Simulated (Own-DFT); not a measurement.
Simulation results for Hf$_{32}$O$_{63}$ (monoclinic hafnia with one vacancy, atoms displaced)

A calculation, not a measurement: plane-wave density functional theory by an unreviewed code, no spin, of a simulated periodic cell, stress positive in tension, run twice, with PBE and with PBEsol, both on files made for PBE, so the change isn't that of files made for PBEsol, defect cell not probed for a lower state with spin; hafnium file: forces about 75 meV/angstrom off all-electron values; oxygen file: force components 24 meV/angstrom off all-electron in one glass; forces on such cells passed a denser k mesh, this cell's mesh not checked; the far tail of each file's local potential was reset to the Coulomb form; each entry is a single point on an unrelaxed cell, so the pressure reflects the starting lattice, mostly measured values (interpolated for alloys), from which strain is counted, and rises with the displacements; printed positions are rounded, which can move forces by about a meV/angstrom; the program, named Own-DFT, is a retired in-house code; no spin-orbit coupling; stress was not checked against mesh or cutoff. Program: Own-DFT development build.

Hf$_{32}$O$_{63}$ (monoclinic hafnia with one vacancy, atoms displaced)

```
cell vectors (Å)
  10.2340     0.0000     0.0000
   0.0000    10.3500     0.0000
  -1.6955     0.0000    10.4453
atoms (fractions of the cell vectors)
Hf  0.14131  0.02000  0.11152
Hf  0.35290  0.27209  0.14723
Hf  0.36031  0.48022  0.39872
Hf  0.12894  0.22861  0.35793
O   0.04192  0.15864  0.17488
O   0.45862  0.41445  0.07233
O   0.45131  0.33086  0.31285
O   0.03585  0.09295  0.42136
O   0.22506  0.37487  0.25585
O   0.26929  0.12799  0.00655
O   0.27198  0.11470  0.27281
O   0.23547  0.37766  0.49557
Hf  0.13505  0.02293  0.60345
Hf  0.36495  0.26152  0.65601
Hf  0.36003  0.49721  0.90080
Hf  0.13450  0.23115  0.84348
O   0.05235  0.17077  0.67633
O   0.47049  0.40245  0.58107
O   0.45070  0.33582  0.81588
O   0.05467  0.09332  0.92730
O   0.23345  0.37572  0.74801
O   0.27483  0.13479  0.51427
O   0.27884  0.12305  0.75591
O   0.22428  0.37187  0.98116
Hf  0.12801  0.52770  0.09829
Hf  0.35501  0.76685  0.13663
Hf  0.35716  0.99489  0.39714
Hf  0.12928  0.73134  0.36995
O   0.04106  0.66601  0.17272
O   0.45365  0.90502  0.06653
O   0.47700  0.82884  0.31507
O   0.04297  0.58358  0.41802
O   0.24029  0.87049  0.25276
O   0.27926  0.63080  0.01084
O   0.27509  0.61843  0.25911
O   0.22830  0.86519  0.49304
Hf  0.14868  0.52037  0.61728
Hf  0.35713  0.76597  0.63564
Hf  0.36793  0.98238  0.89454
Hf  0.12744  0.72950  0.84409
O   0.02676  0.66575  0.66633
O   0.45622  0.91668  0.57338
O   0.47491  0.83386  0.84251
O   0.02818  0.58245  0.91044
O   0.23503  0.87614  0.75518
O   0.26622  0.63120  0.51043
O   0.26784  0.62560  0.75780
O   0.23190  0.87767  0.99321
Hf  0.64964  0.00394  0.09545
Hf  0.86722  0.27059  0.15030
Hf  0.86086  0.48119  0.39456
Hf  0.63554  0.22404  0.36039
O   0.53592  0.16736  0.17547
O   0.97775  0.41754  0.08182
O   0.96346  0.33767  0.33534
O   0.53243  0.08540  0.42323
O   0.73102  0.37043  0.24652
O   0.77001  0.11606  0.00563
O   0.76281  0.11980  0.26085
O   0.73619  0.37062  0.50111
Hf  0.65075  0.00929  0.59127
Hf  0.86739  0.27630  0.63670
Hf  0.87388  0.48399  0.90208
Hf  0.65280  0.22855  0.85659
O   0.53193  0.17538  0.67481
O   0.96566  0.41265  0.59235
O   0.95716  0.34835  0.82243
O   0.53990  0.07843  0.92151
O   0.72086  0.38254  0.74747
O   0.75933  0.13161  0.51302
O   0.77648  0.11995  0.76831
O   0.73865  0.37108  0.98113
Hf  0.63994  0.51983  0.11146
Hf  0.85050  0.77681  0.14983
Hf  0.86640  0.99180  0.40271
Hf  0.63404  0.72309  0.35564
O   0.54781  0.65882  0.16102
O   0.95917  0.91498  0.07303
O   0.95442  0.83460  0.32234
O   0.53359  0.58005  0.42782
O   0.73695  0.87141  0.24625
O   0.76990  0.61866  0.01416
O   0.76312  0.61812  0.26593
O   0.72277  0.86293  0.48560
Hf  0.64537  0.51651  0.60514
Hf  0.86819  0.78471  0.64949
Hf  0.86807  0.97859  0.89945
Hf  0.62750  0.72386  0.84732
O   0.54024  0.67689  0.66442
O   0.94838  0.91498  0.58929
O   0.96715  0.83541  0.82893
O   0.52807  0.58384  0.92200
O   0.72259  0.87766  0.73654
O   0.78003  0.62954  0.51198
O   0.71929  0.86193  0.99472
```

It was run with functional PBE, then PBEsol, potential files PseudoDojo norm-conserving, scalar-relativistic, standard set, wave cutoff 72 hartree, occupations Fermi-Dirac, smearing width 0.1 eV and k mesh 2 x 2 x 2 centred on Gamma.

Results for Hf$_{32}$O$_{63}$ (monoclinic hafnia with one vacancy, atoms displaced): PBE pressure 9.73 GPa; PBE stress xx -11.61 GPa; PBE stress yy -9.86 GPa; PBE stress zz -7.72 GPa; PBE stress yz 1.13 GPa; PBE stress xz -0.49 GPa; PBE stress xy -1.22 GPa; PBEsol pressure 3.32 GPa; PBEsol stress xx -5.17 GPa; PBEsol stress yy -3.48 GPa; PBEsol stress zz -1.31 GPa; PBEsol stress yz 1.1 GPa; PBEsol stress xz -0.17 GPa; PBEsol stress xy -1.19 GPa; rms change of force components from PBE to PBEsol 0.075 eV/Å.

Force:
```csv
force element,PBE force x (eV/Å),PBE force y (eV/Å),PBE force z (eV/Å),PBEsol force x (eV/Å),PBEsol force y (eV/Å),PBEsol force z (eV/Å)
Hf,2.207,-1.856,-1.64,2.177,-1.74,-1.643
Hf,1.401,0.151,-2.006,1.396,0.221,-1.916
Hf,0.249,-1.182,-0.412,0.211,-1.228,-0.4
Hf,4.67,4.141,-0.31,4.586,3.998,-0.335
O,-2.463,1.899,0.724,-2.384,1.867,0.762
O,0.775,0.251,0.622,0.724,0.279,0.566
O,2.241,0.489,2.791,2.152,0.452,2.67
O,-2.57,-3.29,1.901,-2.505,-3.225,1.901
O,-1.332,0.138,-2.005,-1.215,0.112,-1.933
O,1.227,0.209,1.507,1.12,0.186,1.474
O,-0.804,1.873,-2.247,-0.846,1.826,-2.183
O,-2.226,-0.542,0.372,-2.107,-0.502,0.361
Hf,3.007,-0.502,1.782,2.972,-0.378,1.722
Hf,0.654,2.572,-1.238,0.659,2.558,-1.165
Hf,0.247,-4.894,-0.501,0.218,-4.839,-0.451
Hf,2.336,2.516,3.743,2.321,2.407,3.638
O,-2.877,-0.578,-3.176,-2.775,-0.557,-3.05
O,1.299,2.284,-1.367,1.27,2.258,-1.364
O,2.482,0.607,3.612,2.381,0.569,3.446
O,-4.398,-2.727,-0.038,-4.264,-2.677,0.014
O,-2.283,2.147,-1.602,-2.18,2.101,-1.565
O,-1.46,-1.962,-1.26,-1.486,-1.949,-1.245
O,-1.039,-1.761,0.49,-1.08,-1.689,0.464
O,-1.06,0.442,1.229,-0.967,0.437,1.187
Hf,3.876,-0.385,1.964,3.762,-0.323,1.909
Hf,1.03,0.717,2.512,0.983,0.78,2.459
Hf,1.623,-4.171,0.906,1.548,-4.096,0.913
Hf,2.296,0.349,-4.171,2.269,0.283,-4.097
O,-1.998,1.652,0.231,-1.922,1.588,0.267
O,3.08,1.519,1.246,2.977,1.476,1.142
O,-0.933,1.196,0.549,-0.888,1.096,0.484
O,-2.706,-2.39,1.118,-2.63,-2.311,1.136
O,-1.569,1.226,-0.948,-1.456,1.204,-0.932
O,-1.486,-0.136,-1.148,-1.473,-0.146,-1.123
O,0.002,-0.12,0.499,-0.053,-0.12,0.487
O,-1.871,1.737,0.489,-1.757,1.666,0.479
Hf,-0.553,-2.236,-1.523,-0.495,-2.134,-1.502
Hf,1.762,1.432,2.022,1.692,1.452,1.957
Hf,-0.666,0.136,0.756,-0.66,0.054,0.786
Hf,2.281,0.953,1.868,2.242,0.897,1.769
O,0.872,0.188,0.375,0.866,0.208,0.451
O,1.25,0.38,0.488,1.197,0.358,0.423
O,-0.741,-0.25,-1.968,-0.691,-0.264,-1.934
O,3.101,2.014,1.144,3.03,1.946,1.178
O,-1.149,0.336,-2.732,-1.062,0.309,-2.649
O,1.034,-0.285,0.836,0.939,-0.261,0.842
O,0.411,0.147,-0.216,0.324,0.138,-0.23
O,-2.507,-1.181,-0.33,-2.362,-1.144,-0.304
Hf,-4.746,2.076,1.167,-4.59,2.066,1.08
Hf,-0.87,0.29,-1.207,-0.859,0.348,-1.126
Hf,-0.305,1.503,1.23,-0.328,1.413,1.21
Hf,-2.246,2.036,-3.122,-2.177,1.898,-3.103
O,-0.111,-0.736,-0.196,-0.104,-0.672,-0.098
O,-2.28,-1.975,0.474,-2.239,-1.891,0.397
O,0.629,-1.305,-0.794,0.606,-1.287,-0.835
O,-0.184,-0.667,0.196,-0.162,-0.663,0.233
O,0.016,0.763,-0.521,0.098,0.752,-0.502
O,1.848,1.229,1.534,1.733,1.166,1.466
O,2.28,-0.748,0.744,2.166,-0.721,0.747
O,-0.701,-0.005,-1.946,-0.613,0.008,-1.871
Hf,-5.175,0.009,3.137,-5.019,0.028,3.011
Hf,-2.307,-0.879,3.846,-2.262,-0.761,3.77
Hf,-5.29,-0.594,-1.81,-5.11,-0.77,-1.65
Hf,-3.545,0.822,-1.475,-3.411,0.741,-1.478
O,3.211,-2.893,-0.162,3.1,-2.758,-0.092
O,2.698,2.643,-1.916,2.603,2.559,-1.89
O,2.152,-3.04,-0.833,2.074,-2.951,-0.861
O,0.434,0.44,0.249,0.435,0.385,0.295
O,0.821,0.156,-1.364,0.853,0.149,-1.345
O,3.406,-0.018,-0.634,3.253,-0.035,-0.642
O,1.449,-0.514,-1.25,1.334,-0.496,-1.182
O,-0.524,-1.444,2.641,-0.434,-1.42,2.558
Hf,-0.084,-2.719,-2.143,-0.076,-2.557,-2.106
Hf,2.355,-3.381,-1.587,2.276,-3.222,-1.51
Hf,-1.695,-2.425,-2.626,-1.669,-2.417,-2.56
Hf,-0.851,0.042,-0.071,-0.825,0.01,-0.105
O,-2.885,2.677,1.081,-2.78,2.593,1.1
O,0.683,0.366,0.713,0.629,0.381,0.637
O,1.507,1.139,2.372,1.445,1.094,2.266
O,0.463,0.114,-0.399,0.472,0.105,-0.334
O,-2.229,2.096,-0.145,-2.096,2.026,-0.175
O,0.783,1.248,0.158,0.69,1.201,0.16
O,2.486,-0.93,-0.005,2.354,-0.915,-0.005
O,0.415,1.828,0.397,0.445,1.813,0.42
Hf,-1.62,-0.109,0.93,-1.647,-0.167,0.762
Hf,-5.544,-8.116,1.098,-5.35,-7.811,1.04
Hf,-0.317,0.95,-0.522,-0.326,0.9,-0.472
Hf,1.157,-0.614,0.89,0.94,-0.535,0.911
O,-0.418,-0.723,-0.147,-0.4,-0.695,-0.071
O,5.475,7.132,-3.17,5.319,6.961,-3.143
O,-0.243,0.576,-0.001,-0.241,0.549,-0.074
O,1.492,0.509,-0.091,1.454,0.509,-0.042
O,0.494,0.252,0.669,0.556,0.237,0.629
O,0.217,-0.295,0.578,0.138,-0.308,0.552
O,0.976,-0.02,-0.902,0.987,0.019,-0.84
```
